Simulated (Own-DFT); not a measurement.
Simulation results for AlGa3N4 (wurtzite random alloy, strained, atoms displaced), Al3GaN4 (wurtzite random alloy, strained, atoms displaced)

A calculation, not a measurement: plane-wave PBEsol density functional theory by an unreviewed code, no spin, of a simulated periodic cell, stress positive in tension, free energy of the whole cell less one offset for each atom, forces on such cells passed a denser k mesh, this cell's mesh not checked; offsets are fitted by least squares, one for each functional and potential file, so energies compare only between cells with the same atoms and settings and are not formation energies; the far tail of each file's local potential was reset to the Coulomb form; each entry is a single point on an unrelaxed cell, so the pressure reflects the starting lattice, mostly measured values, from which strain is counted, and rises with the displacements; printed positions are rounded, which can move forces by about a meV/angstrom; the program is a retired in-house code; no spin-orbit coupling. Program: Own-DFT development build.

Settings shared by all entries: functional PBEsol; potential files PseudoDojo norm-conserving, scalar-relativistic, made for PBE, standard set; wave cutoff 42 hartree; occupations Fermi-Dirac; smearing width 0.1 eV; k mesh 4 x 4 x 3 centred on Gamma.

(1) 
```cif
# cell vector a (Å): 9.6519 0.0000 0.0000
# cell vector b (Å): -4.8259 8.3588 0.0000
# cell vector c (Å): 0.0000 0.0000 10.2685
data_AlGa3N4
_symmetry_space_group_name_H-M 'P 1'
_symmetry_Int_Tables_number 1
_cell_length_a 9.6519
_cell_length_b 9.6519
_cell_length_c 10.2685
_cell_angle_alpha 90.000
_cell_angle_beta 90.000
_cell_angle_gamma 120.000
_cell_volume 828.45
loop_
_atom_site_label
_atom_site_type_symbol
_atom_site_fract_x
_atom_site_fract_y
_atom_site_fract_z
_atom_site_occupancy
Ga1 Ga 0.11186 0.21808 0.99212 1
Ga2 Ga 0.22208 0.11026 0.24630 1
N1 N 0.12494 0.22934 0.19512 1
N2 N 0.21399 0.11453 0.43489 1
Ga3 Ga 0.11050 0.22530 0.50742 1
Ga4 Ga 0.22720 0.11506 0.75388 1
N3 N 0.10778 0.21957 0.68821 1
N4 N 0.21965 0.10531 0.93309 1
Ga5 Ga 0.10499 0.56034 0.99412 1
Ga6 Ga 0.21697 0.43245 0.24953 1
N5 N 0.11484 0.54623 0.19055 1
N6 N 0.22534 0.45235 0.44107 1
Al1 Al 0.11701 0.55735 0.49951 1
Ga7 Ga 0.21820 0.44687 0.74484 1
N7 N 0.10522 0.55789 0.68567 1
N8 N 0.22426 0.44421 0.94913 1
Ga8 Ga 0.11134 0.88882 0.99234 1
Al2 Al 0.22987 0.78675 0.24322 1
N9 N 0.11716 0.89083 0.18689 1
N10 N 0.22656 0.77691 0.43597 1
Ga9 Ga 0.10569 0.88833 0.49752 1
Ga10 Ga 0.21157 0.76876 0.74923 1
N11 N 0.09769 0.87770 0.69025 1
N12 N 0.22351 0.78771 0.94011 1
Al3 Al 0.45798 0.22988 0.99971 1
Al4 Al 0.56859 0.12041 0.25030 1
N13 N 0.44583 0.22757 0.19078 1
N14 N 0.55412 0.10948 0.44478 1
Ga11 Ga 0.44428 0.22685 0.49132 1
Ga12 Ga 0.55436 0.11148 0.75295 1
N15 N 0.44865 0.22569 0.69720 1
N16 N 0.55601 0.12236 0.93897 1
Ga13 Ga 0.44653 0.55082 0.00650 1
Al5 Al 0.55912 0.44724 0.24455 1
N17 N 0.44498 0.55687 0.19013 1
N18 N 0.54760 0.44112 0.43232 1
Ga14 Ga 0.45020 0.55982 0.49550 1
Ga15 Ga 0.56159 0.44718 0.75643 1
N19 N 0.44235 0.55530 0.69897 1
N20 N 0.55387 0.44500 0.94134 1
Ga16 Ga 0.44441 0.88830 0.00160 1
Al6 Al 0.56376 0.77898 0.25354 1
N21 N 0.44199 0.88516 0.18152 1
N22 N 0.55453 0.77648 0.43777 1
Ga17 Ga 0.44983 0.89192 0.50341 1
Al7 Al 0.55412 0.77874 0.75725 1
N23 N 0.44253 0.89286 0.69603 1
N24 N 0.55997 0.78623 0.93875 1
Al8 Al 0.76926 0.21904 0.00478 1
Al9 Al 0.88229 0.10829 0.25446 1
N25 N 0.78459 0.22929 0.19160 1
N26 N 0.88581 0.11506 0.44579 1
Ga18 Ga 0.77551 0.22208 0.50491 1
Ga19 Ga 0.88920 0.11750 0.74911 1
N27 N 0.77103 0.22112 0.68552 1
N28 N 0.88333 0.10936 0.93714 1
Ga20 Ga 0.78137 0.56098 0.00127 1
Ga21 Ga 0.89075 0.44540 0.25037 1
N29 N 0.77592 0.55049 0.18483 1
N30 N 0.88651 0.44298 0.44220 1
Ga22 Ga 0.76785 0.55642 0.49993 1
Ga23 Ga 0.89405 0.44285 0.75275 1
N31 N 0.77189 0.56140 0.68365 1
N32 N 0.87779 0.43237 0.94477 1
Ga24 Ga 0.78533 0.90039 0.99581 1
Ga25 Ga 0.88935 0.76951 0.25609 1
N33 N 0.77412 0.87965 0.18412 1
N34 N 0.88152 0.77104 0.44027 1
Ga26 Ga 0.77844 0.88345 0.50089 1
Ga27 Ga 0.89281 0.78443 0.75041 1
N35 N 0.77660 0.88825 0.68876 1
N36 N 0.89009 0.78168 0.94171 1
_calc_hardware 'one NVIDIA H200'
_calc_free_energy_of_cell_above_offsets '-6.120'  # eV
_calc_pressure -3.31  # GPa
_calc_stress_xx 5.46  # GPa
_calc_stress_yy 4.93  # GPa
_calc_stress_zz -0.46  # GPa
_calc_stress_yz 0.14  # GPa
_calc_stress_xz 0.82  # GPa
_calc_stress_xy 0.38  # GPa
_calc_wall_time 749.4  # s
```

Force:
```tsv
element	x (eV/Å)	y (eV/Å)	z (eV/Å)
Ga	-0.309	0.554	1.227
Ga	0.288	0.046	0.162
N	-2.087	-3.221	-1.594
N	0.904	-0.562	0.903
Ga	-0.15	0.278	-1.802
Ga	-0.078	-0.565	-1.698
N	0.171	0.499	1.323
N	0.733	1.246	1.827
Ga	1.254	-0.768	1.456
Ga	0.407	2.561	0.578
N	-1.526	1.964	-0.405
N	-0.077	-0.636	0.542
Al	-1.146	0.244	-0.994
Ga	0.898	-0.159	1.18
N	0.835	-0.779	-0.206
N	-0.834	0.198	-1.704
Ga	-0.653	0.448	1.225
Al	0.176	-1.504	0.762
N	-0.315	-0.784	0.195
N	-0.608	0.009	-0.099
Ga	1.005	0.043	0.164
Ga	0.46	1.836	0.003
N	1.761	1.813	-0.74
N	0.691	-1.562	-0.622
Al	-1.89	-0.425	0.48
Al	-1.405	-1.016	0.178
N	1.543	-0.116	-0.572
N	-0.04	0.488	-1.679
Ga	-0.29	-1.042	1.29
Ga	-0.205	0.094	-0.406
N	-0.538	-0.035	-1.382
N	1.145	-0.778	1.042
Ga	-0.924	1.16	-0.73
Al	-0.828	-0.204	0.088
N	0.993	0.362	1.27
N	0.664	0.771	-0.451
Ga	-0.846	-0.648	1.156
Ga	-0.851	0.025	-0.853
N	0.124	0.853	-1.038
N	0.897	-0.268	0.721
Ga	0.128	0.447	-1.134
Al	-1.252	-0.625	-1.296
N	1.012	1.185	2.539
N	0.472	0.722	-0.285
Ga	-0.738	-0.49	0.141
Al	0.055	-0.031	-0.979
N	0.6	-1.225	-0.219
N	0.152	-0.739	0.08
Al	0.841	-0.082	-0.397
Al	1.308	0.186	-0.148
N	-0.109	-1.91	-0.462
N	0.601	-0.866	-1.336
Ga	-0.245	0.459	-1.101
Ga	-0.277	-1.025	-0.488
N	0.712	0.464	1.729
N	-0.352	1.851	0.454
Ga	-0.353	-0.214	-0.717
Ga	0.696	0.719	0.51
N	-0.201	0.223	1.265
N	0.321	0.799	0.074
Ga	1.078	-1.222	-0.15
Ga	-2.01	-0.256	-0.467
N	1.139	-0.338	1.443
N	0.331	0.94	-0.733
Ga	-0.361	-1.853	0.514
Ga	-0.051	0.774	-1.667
N	0.026	1.492	1.54
N	0.434	0.624	-0.21
Ga	-0.892	1.02	0.245
Ga	-1.559	-1.173	0.271
N	-0.861	0.12	0.632
N	0.006	-0.398	-0.445
```

(2) 
```cif
# cell vector a (Å): 9.6519 0.0000 0.0000
# cell vector b (Å): -4.8259 8.3588 0.0000
# cell vector c (Å): 0.0000 0.0000 10.2685
data_AlGa3N4
_symmetry_space_group_name_H-M 'P 1'
_symmetry_Int_Tables_number 1
_cell_length_a 9.6519
_cell_length_b 9.6519
_cell_length_c 10.2685
_cell_angle_alpha 90.000
_cell_angle_beta 90.000
_cell_angle_gamma 120.000
_cell_volume 828.45
loop_
_atom_site_label
_atom_site_type_symbol
_atom_site_fract_x
_atom_site_fract_y
_atom_site_fract_z
_atom_site_occupancy
Al1 Al 0.10935 0.21254 0.00889 1
Ga1 Ga 0.22565 0.10926 0.25978 1
N1 N 0.11931 0.23015 0.18678 1
N2 N 0.23357 0.11662 0.44069 1
Ga2 Ga 0.10703 0.22047 0.49657 1
Al2 Al 0.21838 0.10577 0.74886 1
N3 N 0.11061 0.21827 0.69500 1
N4 N 0.21946 0.11026 0.94095 1
Al3 Al 0.10899 0.54666 0.99766 1
Ga3 Ga 0.21881 0.45215 0.25373 1
N5 N 0.11569 0.55674 0.19539 1
N6 N 0.22356 0.45193 0.43473 1
Al4 Al 0.10668 0.55806 0.49632 1
Al5 Al 0.21619 0.44892 0.75496 1
N7 N 0.10806 0.55384 0.68430 1
N8 N 0.20833 0.42675 0.93498 1
Ga4 Ga 0.11343 0.89094 0.99803 1
Ga5 Ga 0.22944 0.78155 0.25174 1
N9 N 0.11281 0.88350 0.18828 1
N10 N 0.22674 0.78533 0.44450 1
Ga6 Ga 0.10692 0.88452 0.50115 1
Ga7 Ga 0.22734 0.77982 0.74450 1
N11 N 0.11245 0.87807 0.68568 1
N12 N 0.23329 0.78430 0.93363 1
Ga8 Ga 0.43502 0.21304 0.99823 1
Ga9 Ga 0.55815 0.11256 0.25134 1
N13 N 0.44654 0.22102 0.17853 1
N14 N 0.55905 0.11054 0.43594 1
Ga10 Ga 0.44024 0.21687 0.49427 1
Ga11 Ga 0.56413 0.11689 0.74290 1
N15 N 0.43842 0.22650 0.69275 1
N16 N 0.55520 0.11298 0.93671 1
Ga12 Ga 0.44115 0.55507 0.99518 1
Ga13 Ga 0.56617 0.45472 0.24850 1
N17 N 0.43929 0.55174 0.18094 1
N18 N 0.54788 0.43653 0.44086 1
Ga14 Ga 0.44973 0.56525 0.49622 1
Ga15 Ga 0.57334 0.44828 0.74997 1
N19 N 0.45076 0.55965 0.69734 1
N20 N 0.55554 0.44792 0.93535 1
Ga16 Ga 0.44218 0.88998 0.00109 1
Ga17 Ga 0.55219 0.78539 0.25517 1
N21 N 0.44073 0.88154 0.18863 1
N22 N 0.55995 0.78066 0.44868 1
Al6 Al 0.44686 0.87876 0.49851 1
Ga18 Ga 0.54840 0.76887 0.75465 1
N23 N 0.45036 0.89365 0.68696 1
N24 N 0.55290 0.77408 0.94346 1
Al7 Al 0.77354 0.21991 0.99769 1
Al8 Al 0.87991 0.11497 0.24771 1
N25 N 0.77525 0.22138 0.18744 1
N26 N 0.89762 0.11509 0.44482 1
Ga19 Ga 0.77502 0.21796 0.49419 1
Ga20 Ga 0.89256 0.11040 0.75042 1
N27 N 0.76988 0.23027 0.68037 1
N28 N 0.88063 0.10704 0.93955 1
Ga21 Ga 0.76330 0.55144 0.00355 1
Al9 Al 0.88713 0.44095 0.24982 1
N29 N 0.77764 0.54717 0.19369 1
N30 N 0.89472 0.44639 0.44172 1
Ga22 Ga 0.77536 0.55643 0.50039 1
Ga23 Ga 0.89211 0.44935 0.74744 1
N31 N 0.78280 0.55643 0.68785 1
N32 N 0.88312 0.44271 0.94099 1
Ga24 Ga 0.76653 0.88306 0.00047 1
Ga25 Ga 0.90083 0.78539 0.25534 1
N33 N 0.77515 0.89268 0.18513 1
N34 N 0.89110 0.77521 0.43840 1
Ga26 Ga 0.78081 0.89408 0.50765 1
Ga27 Ga 0.88773 0.77092 0.74627 1
N35 N 0.78068 0.88604 0.69241 1
N36 N 0.88930 0.77955 0.94130 1
_calc_hardware 'one NVIDIA H200'
_calc_free_energy_of_cell_above_offsets '-5.944'  # eV
_calc_pressure -3.21  # GPa
_calc_stress_xx 3.95  # GPa
_calc_stress_yy 6.25  # GPa
_calc_stress_zz -0.56  # GPa
_calc_stress_yz 0.1  # GPa
_calc_stress_xz -0.45  # GPa
_calc_stress_xy -1.05  # GPa
_calc_wall_time 774.1  # s
```

Force:
```tsv
element	x (eV/Å)	y (eV/Å)	z (eV/Å)
Al	-0.771	0.35	-1.606
Ga	-0.169	0.631	-2.414
N	-1.113	-1.361	1.42
N	-2.376	-1.574	0.381
Ga	1.746	1.544	1.158
Al	0.228	0.395	0.232
N	0.325	0.822	-0.805
N	-0.718	-0.268	-1.009
Al	-0.411	0.681	0.307
Ga	2.003	-1.09	-1.16
N	-2.22	0.127	-1.702
N	-0.272	-0.024	1.947
Al	0.989	0.165	0.224
Al	1.355	-0.985	-1.24
N	0.975	0.131	0.003
N	-0.34	1.071	0.864
Ga	0.006	-0.764	-0.101
Ga	-0.912	-0.705	0.25
N	0.104	0.879	0.386
N	0.92	-1.073	-0.325
Ga	0.662	0.768	-0.168
Ga	0.59	-0.249	0.306
N	-1.24	1.705	0.787
N	-1.229	-1.864	0.665
Ga	0.657	1.054	-1.049
Ga	-0.884	-0.13	-1.083
N	-0.078	0.015	2.481
N	-0.347	-1.322	0.522
Ga	1.521	0.909	1.905
Ga	-1.864	-0.662	0.876
N	0.585	-0.816	-0.57
N	0.697	-0.042	0.237
Ga	-0.304	-0.885	-0.032
Ga	-1.703	-1.365	-0.018
N	0.42	0.861	1.678
N	0.435	1.42	-0.389
Ga	-0.082	-2.144	1.371
Ga	-2.411	-0.862	-0.107
N	-0.977	-1.573	-1.083
N	-0.4	-0.889	0.52
Ga	0.811	0.367	-0.628
Ga	1.704	-1.458	-0.823
N	-0.138	1.522	0.275
N	0.048	0.68	-1.381
Al	-1.466	1.695	0.915
Ga	0.318	1.676	-0.13
N	0.26	-0.536	-0.733
N	-0.896	0.256	-0.539
Al	-0.053	0.143	-0.3
Al	2.034	-0.435	-0.072
N	0.547	0.633	-0.033
N	-1.627	-1.088	-2.046
Ga	0.227	1.049	0.519
Ga	-0.861	0.082	0.166
N	2.228	-0.039	0.535
N	0.407	0.696	0.734
Ga	1.629	0.755	-0.068
Al	0.443	0.447	0.191
N	0.723	1.309	-0.097
N	-0.674	-0.14	-1.198
Ga	0.28	-0.926	-0.589
Ga	0.155	-0.716	0.524
N	0.133	0.204	-0.465
N	0.797	-0.049	0.266
Ga	1.161	0.586	-0.505
Ga	-1.244	-0.801	-1.497
N	0.378	0.349	1.962
N	-0.876	0.53	0.737
Ga	0.594	-0.282	-0.519
Ga	0.184	1.016	1.189
N	-0.494	0.099	0.178
N	-0.132	-0.506	-0.228
```

(3) 
```cif
# cell vector a (Å): 9.2528 0.0000 0.0000
# cell vector b (Å): -4.6264 8.0132 0.0000
# cell vector c (Å): 0.0000 0.0000 10.0655
data_Al3GaN4
_symmetry_space_group_name_H-M 'P 1'
_symmetry_Int_Tables_number 1
_cell_length_a 9.2528
_cell_length_b 9.2528
_cell_length_c 10.0655
_cell_angle_alpha 90.000
_cell_angle_beta 90.000
_cell_angle_gamma 120.000
_cell_volume 746.30
loop_
_atom_site_label
_atom_site_type_symbol
_atom_site_fract_x
_atom_site_fract_y
_atom_site_fract_z
_atom_site_occupancy
Al1 Al 0.11519 0.22447 0.00409 1
Ga1 Ga 0.22316 0.11585 0.24602 1
N1 N 0.10568 0.22877 0.19751 1
N2 N 0.22711 0.11240 0.43860 1
Al2 Al 0.11415 0.21391 0.50527 1
Al3 Al 0.22667 0.11274 0.75107 1
N3 N 0.11910 0.22691 0.69195 1
N4 N 0.21594 0.10023 0.93547 1
Al4 Al 0.11097 0.55938 0.00408 1
Al5 Al 0.21862 0.44779 0.25159 1
N5 N 0.11121 0.55404 0.18338 1
N6 N 0.22846 0.44777 0.43748 1
Al6 Al 0.11746 0.55817 0.49410 1
Ga2 Ga 0.21569 0.44342 0.74510 1
N7 N 0.10399 0.55785 0.68623 1
N8 N 0.22314 0.43563 0.94188 1
Ga3 Ga 0.11179 0.89370 0.99730 1
Al7 Al 0.21890 0.77847 0.25706 1
N9 N 0.10700 0.88657 0.19497 1
N10 N 0.21763 0.77013 0.43664 1
Al8 Al 0.12007 0.89601 0.50334 1
Al9 Al 0.22254 0.77865 0.75139 1
N11 N 0.11900 0.89688 0.68811 1
N12 N 0.22132 0.77822 0.94215 1
Al10 Al 0.44384 0.21987 0.00382 1
Al11 Al 0.56261 0.11424 0.25118 1
N13 N 0.44512 0.21166 0.19084 1
N14 N 0.54687 0.10850 0.44138 1
Al12 Al 0.45036 0.21613 0.50075 1
Ga4 Ga 0.55823 0.11879 0.74660 1
N15 N 0.43921 0.22288 0.68896 1
N16 N 0.56128 0.11205 0.92814 1
Al13 Al 0.46173 0.56442 0.99996 1
Al14 Al 0.55946 0.44963 0.24225 1
N17 N 0.43955 0.55988 0.19039 1
N18 N 0.54949 0.44309 0.44016 1
Ga5 Ga 0.44103 0.56444 0.50483 1
Al15 Al 0.55995 0.45024 0.75124 1
N19 N 0.43559 0.55746 0.69100 1
N20 N 0.55292 0.43955 0.93951 1
Ga6 Ga 0.44815 0.89355 0.99898 1
Al16 Al 0.55235 0.77868 0.25166 1
N21 N 0.44331 0.88156 0.18488 1
N22 N 0.55662 0.77432 0.44392 1
Ga7 Ga 0.44320 0.88209 0.50220 1
Al17 Al 0.55160 0.77562 0.75442 1
N23 N 0.43931 0.88785 0.69155 1
N24 N 0.55976 0.77716 0.93921 1
Al18 Al 0.77963 0.22158 0.99891 1
Ga8 Ga 0.88335 0.11419 0.24819 1
N25 N 0.78266 0.23146 0.19399 1
N26 N 0.90598 0.12291 0.43406 1
Al19 Al 0.77743 0.22472 0.50063 1
Al20 Al 0.89326 0.10775 0.75022 1
N27 N 0.78255 0.22696 0.69016 1
N28 N 0.89081 0.11495 0.94378 1
Al21 Al 0.78174 0.54730 0.00101 1
Al22 Al 0.89124 0.43916 0.24818 1
N29 N 0.78361 0.55406 0.19059 1
N30 N 0.89655 0.44151 0.43811 1
Al23 Al 0.77090 0.56071 0.50468 1
Al24 Al 0.88394 0.44147 0.75809 1
N31 N 0.77362 0.56077 0.69004 1
N32 N 0.89527 0.44804 0.93494 1
Al25 Al 0.78188 0.89537 0.99891 1
Al26 Al 0.88104 0.77780 0.24932 1
N33 N 0.77650 0.88907 0.19244 1
N34 N 0.89375 0.78504 0.44959 1
Ga9 Ga 0.78153 0.89264 0.49472 1
Al27 Al 0.89619 0.77933 0.75090 1
N35 N 0.78347 0.89011 0.69907 1
N36 N 0.89413 0.78142 0.94045 1
_calc_hardware 'one NVIDIA H100'
_calc_free_energy_of_cell_above_offsets '-23.993'  # eV
_calc_pressure 9.43  # GPa
_calc_stress_xx -10.18  # GPa
_calc_stress_yy -12.23  # GPa
_calc_stress_zz -5.89  # GPa
_calc_stress_yz 0.57  # GPa
_calc_stress_xz 0.01  # GPa
_calc_stress_xy -0.11  # GPa
_calc_wall_time 577.1  # s
```

Force:
```tsv
element	x (eV/Å)	y (eV/Å)	z (eV/Å)
Al	-0.166	-0.515	0.109
Ga	-0.612	-0.634	1.146
N	1.452	0.055	-2.092
N	0.431	-0.127	0.712
Al	0.257	1.911	-0.684
Al	-0.623	0.097	0.024
N	-0.603	-2.392	-0.771
N	0.394	3.887	0.427
Al	1.708	-0.481	-1.309
Al	0.742	0.058	0.009
N	-0.67	0.655	1.595
N	-1.426	-1.178	0.096
Al	-0.736	-1.552	1.296
Ga	-0.537	0.809	1.785
N	-0.281	0.348	-0.047
N	-0.197	2.175	0.222
Ga	0.676	-1.978	2.023
Al	0.265	-0.182	-2.089
N	-0.18	-0.289	-0.267
N	-0.27	1.398	0.572
Al	-0.3	-0.763	-0.656
Al	-0.448	-0.38	0.222
N	-0.112	-0.856	0.374
N	0.461	-0.599	-1.101
Al	0.025	-0.714	-1.044
Al	-0.497	-1.369	0.273
N	0.147	2.076	-1.04
N	3.114	-0.312	-1.081
Al	-3.006	2.056	0.323
Ga	0.088	-0.873	-0.835
N	0.584	1.376	-0.393
N	-0.53	1.182	2.996
Al	-2.39	-1.475	0.414
Al	-0.645	-0.799	1.548
N	1.518	-0.522	-0.503
N	1.22	-0.069	-0.647
Ga	1.414	-2.379	0.021
Al	-1.576	-0.746	-0.399
N	2.191	0.577	0.939
N	1.185	0.291	0.375
Ga	-0.111	-0.72	-0.32
Al	0.564	-0.378	0.091
N	-0.749	1.582	2.009
N	-0.038	2.025	-2.11
Ga	-0.677	0.529	0.267
Al	0.463	0.766	-0.592
N	0.971	-0.249	0.287
N	0.398	0.555	-0.119
Al	-0.223	0.489	0.038
Ga	1.222	-0.631	0.546
N	-1.584	-1.663	-2.247
N	-2.187	-0.766	1.685
Al	0.905	-0.102	-0.017
Al	-0.495	1.072	0.44
N	0.827	-0.415	-0.524
N	0.51	-0.054	-0.439
Al	-1.051	1.555	-0.12
Al	-0.053	2.459	1.492
N	-0.718	0.079	-0.503
N	-1.754	0.666	-0.194
Al	1.267	-0.67	-1.021
Al	0.317	1.011	-2.67
N	1.166	-0.565	0.546
N	-0.279	-0.911	1.765
Al	0.335	-0.8	0.169
Al	1.68	-0.018	0.957
N	-0.787	-0.558	-0.896
N	1.221	-1.343	-1.773
Ga	-0.319	1.126	1.661
Al	-0.33	0.406	0.055
N	-0.946	-0.517	-0.727
N	-1.61	-1.729	-0.281
```

(4) 
```cif
# cell vector a (Å): 9.2528 0.0000 0.0000
# cell vector b (Å): -4.6264 8.0132 0.0000
# cell vector c (Å): 0.0000 0.0000 10.0655
data_Al3GaN4
_symmetry_space_group_name_H-M 'P 1'
_symmetry_Int_Tables_number 1
_cell_length_a 9.2528
_cell_length_b 9.2528
_cell_length_c 10.0655
_cell_angle_alpha 90.000
_cell_angle_beta 90.000
_cell_angle_gamma 120.000
_cell_volume 746.30
loop_
_atom_site_label
_atom_site_type_symbol
_atom_site_fract_x
_atom_site_fract_y
_atom_site_fract_z
_atom_site_occupancy
Al1 Al 0.10436 0.21647 0.99219 1
Al2 Al 0.22735 0.11505 0.24365 1
N1 N 0.11497 0.22278 0.19242 1
N2 N 0.21522 0.10444 0.43808 1
Al3 Al 0.10598 0.20742 0.49921 1
Ga1 Ga 0.22716 0.12197 0.74402 1
N3 N 0.11169 0.22609 0.68605 1
N4 N 0.21880 0.11475 0.94669 1
Al4 Al 0.11863 0.55280 0.00375 1
Ga2 Ga 0.22924 0.45141 0.24410 1
N5 N 0.10301 0.54640 0.19635 1
N6 N 0.21468 0.43740 0.43976 1
Al5 Al 0.10626 0.54765 0.49899 1
Al6 Al 0.22694 0.45399 0.74658 1
N7 N 0.13106 0.56515 0.69278 1
N8 N 0.22128 0.44725 0.93134 1
Al7 Al 0.11681 0.90009 0.99214 1
Al8 Al 0.22073 0.77960 0.24567 1
N9 N 0.11540 0.88746 0.18289 1
N10 N 0.22543 0.78391 0.43730 1
Al9 Al 0.12114 0.89788 0.50206 1
Ga3 Ga 0.21115 0.77134 0.75428 1
N11 N 0.11449 0.89758 0.69039 1
N12 N 0.20703 0.76741 0.93648 1
Al10 Al 0.45292 0.21670 0.99979 1
Ga4 Ga 0.55387 0.10853 0.24977 1
N13 N 0.44186 0.22524 0.19122 1
N14 N 0.55583 0.11316 0.43149 1
Al11 Al 0.45160 0.22593 0.49625 1
Ga5 Ga 0.55011 0.11073 0.76050 1
N15 N 0.45048 0.22392 0.69535 1
N16 N 0.55137 0.10463 0.93935 1
Al12 Al 0.44561 0.54756 0.99434 1
Al13 Al 0.55854 0.45122 0.25376 1
N17 N 0.44265 0.56045 0.18264 1
N18 N 0.55195 0.44357 0.44294 1
Ga6 Ga 0.44021 0.55471 0.49937 1
Al14 Al 0.54986 0.44605 0.75523 1
N19 N 0.43381 0.54919 0.68999 1
N20 N 0.55446 0.44947 0.93530 1
Al15 Al 0.43828 0.88832 0.00677 1
Al16 Al 0.54976 0.77311 0.25191 1
N21 N 0.44196 0.89581 0.18789 1
N22 N 0.56249 0.77845 0.43865 1
Ga7 Ga 0.44247 0.89806 0.50497 1
Al17 Al 0.55178 0.77734 0.75583 1
N23 N 0.44045 0.89642 0.70262 1
N24 N 0.56020 0.78574 0.94054 1
Al18 Al 0.78962 0.22883 0.99794 1
Al19 Al 0.88006 0.11032 0.24854 1
N25 N 0.77069 0.22114 0.18876 1
N26 N 0.87352 0.09950 0.44160 1
Al20 Al 0.78138 0.22313 0.49831 1
Al21 Al 0.89034 0.11671 0.74233 1
N27 N 0.77951 0.22972 0.69185 1
N28 N 0.88522 0.10494 0.93547 1
Al22 Al 0.77777 0.55417 0.00040 1
Al23 Al 0.87989 0.43684 0.24617 1
N29 N 0.77555 0.55687 0.19109 1
N30 N 0.88775 0.43523 0.43564 1
Al24 Al 0.77799 0.56534 0.50492 1
Ga8 Ga 0.87937 0.43813 0.75139 1
N31 N 0.78489 0.56648 0.68720 1
N32 N 0.87882 0.42421 0.95004 1
Al25 Al 0.77874 0.88133 0.00399 1
Al26 Al 0.88775 0.77334 0.24029 1
N33 N 0.77250 0.88242 0.19359 1
N34 N 0.89463 0.78263 0.43812 1
Al27 Al 0.78442 0.89204 0.50399 1
Ga9 Ga 0.88784 0.77332 0.74708 1
N35 N 0.78249 0.89202 0.68118 1
N36 N 0.89332 0.78464 0.93364 1
_calc_hardware 'one NVIDIA H100'
_calc_free_energy_of_cell_above_offsets '-22.399'  # eV
_calc_pressure 10.34  # GPa
_calc_stress_xx -10.34  # GPa
_calc_stress_yy -14.62  # GPa
_calc_stress_zz -6.06  # GPa
_calc_stress_yz 0.06  # GPa
_calc_stress_xz 0.57  # GPa
_calc_stress_xy 2.02  # GPa
_calc_wall_time 566.8  # s
```

Force:
```tsv
element	x (eV/Å)	y (eV/Å)	z (eV/Å)
Al	-0.236	1.301	1.33
Al	-1.055	-1.293	0.835
N	-1.563	-0.851	-1.294
N	1.677	1.779	-0.64
Al	-1.323	1.602	-0.65
Ga	-0.143	-0.772	1.488
N	-0.866	0.766	-0.19
N	2.018	0.966	-1.222
Al	-1.759	-0.188	0.177
Ga	-0.716	-1.81	1.707
N	-0.694	1.797	-1.697
N	0.148	-0.532	0.046
Al	0.203	1.384	-0.006
Al	-0.218	-2.416	0.717
N	-3.185	-2.195	-2.363
N	0.943	-0.901	1.052
Al	-0.094	-1.992	0.944
Al	0.055	-0.734	1.021
N	-1.182	0.503	-0.223
N	-0.61	-1.534	-0.228
Al	-0.65	-2.117	-0.153
Ga	0.271	2.159	-0.529
N	0.133	-0.509	-0.824
N	0.927	1.005	2.553
Al	-2.355	1.164	0.635
Ga	-0.846	0.874	-0.327
N	0.87	1.278	-0.899
N	0.354	1.084	2.389
Al	-1.003	-0.842	0.703
Ga	1.294	0.442	-1.302
N	-0.693	1.837	-1.964
N	1.02	0.554	2.564
Al	-2.177	1.897	0.592
Al	-0.763	-0.713	-0.277
N	2.062	0.068	-0.25
N	1.352	0.344	-0.766
Ga	-0.661	0.283	0.255
Al	0.721	0.225	-1.731
N	2.377	1.773	0.59
N	2.202	-1.431	0.816
Al	0.466	-0.743	-1.667
Al	-0.071	1.166	-0.005
N	0.697	-2.671	0.05
N	-0.867	0.39	-0.008
Ga	1.338	-1.157	0.477
Al	0.289	0.682	-1.09
N	1.448	-1.81	-1.631
N	-0.351	-1.435	0.464
Al	-0.766	-6.196	1.682
Al	1.453	-0.206	0.465
N	1.54	0.031	-1.097
N	1.297	1.901	-0.857
Al	-1.013	-0.608	0.497
Al	0.165	-1.013	0.886
N	0.255	-2.404	-1.631
N	-0.06	0.142	-0.011
Al	0.348	0.417	-0.216
Al	0.355	0.808	0.94
N	0.206	-0.911	-0.942
N	-1.279	1.523	0.408
Al	0.954	-0.758	-1.701
Ga	1.343	2.418	0.843
N	-1.06	-3.465	0.038
N	-0.326	6.674	-1.845
Al	-1.04	1.11	-0.354
Al	0.603	1.672	1.919
N	0.011	0.634	-0.897
N	0.28	-0.347	-0.332
Al	-0.488	-1.69	-1.602
Ga	-0.316	3.132	0.501
N	-1.544	-0.012	2.06
N	0.301	-1.528	1.777
```
